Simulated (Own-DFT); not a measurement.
# How strain changes the stress of wurtzite AlGaN with randomly placed atoms, 72 atoms (Al27Ga9N36)

Calculated results; nothing here was measured. The program, named Own-DFT, is a retired in-house plane-wave density functional code that no person has reviewed. Each row is one single-point run on a periodic cell that was not relaxed, without spin or spin-orbit coupling.

Settings of every run: PBE; PseudoDojo norm-conserving scalar-relativistic files; cutoff 42 hartree; 4 x 4 x 3 k mesh centred on Gamma; Fermi-Dirac smearing of 0.1 eV.

Known limits: forces on such cells passed a denser k mesh, each cell not checked; stress not checked against mesh or cutoff.

Unstrained cell vectors in Å: (9.394, 0.000, 0.000); (-4.697, 8.135, 0.000); (0.000, 0.000, 10.066). The unstrained cell has measured lattice constants (interpolated for alloys), not those of this functional. That, the random moves and any unrelaxed bonds set the pressure at no strain. Each run strains this cell uniformly, with the atoms carried along. Every atom was also moved at random, by a Gaussian of width 0.05 Å on each axis. The random placing of the alloy's atoms differs from row to row. Strain is the symmetric tensor, in per cent. Stress is positive in tension, and the pressure is minus a third of its trace.

```
run,e_xx (%),e_yy (%),e_zz (%),s_xx (GPa),s_yy (GPa),s_zz (GPa),P (GPa),E (meV/atom)
1,0.75,0.75,0.00,-1.90,-2.53,-5.87,3.43,0.0
2,2.00,2.00,0.00,3.05,4.40,-4.46,-1.00,9.1
3,-0.50,-0.50,0.00,-12.64,-8.36,-4.66,8.55,6.6
4,-3.00,-3.00,0.00,-27.24,-27.22,-10.32,21.59,70.5
5,2.50,2.50,0.00,5.73,6.35,-4.76,-2.44,21.5
6,-0.75,-0.75,0.00,-10.96,-9.91,-9.77,10.21,24.2
7,-2.50,-2.50,0.00,-25.86,-19.31,-12.40,19.19,65.6
8,-2.00,-2.00,0.00,-17.22,-20.92,-11.83,16.66,60.5
9,-1.25,-1.25,0.00,?,?,?,?,?
```

E is the free energy for each atom above the lowest run shown.

## Worked fit

The change of volume is close to e_xx + e_yy + e_zz. A straight line through the runs shown gives P = 7.67 - 222 x (fractional change of volume) GPa, with an error of 9 on the slope and a scatter of 0.96 GPa. The strain isn't the same on all axes and the cell isn't cubic, so the slope belongs to this path and is not the bulk modulus.

## Withheld run

Question: what pressure should run 9 give? Its volume changes by -2.48 %.

The line gives 13.2 GPa. The calculation gave 11.68 GPa.
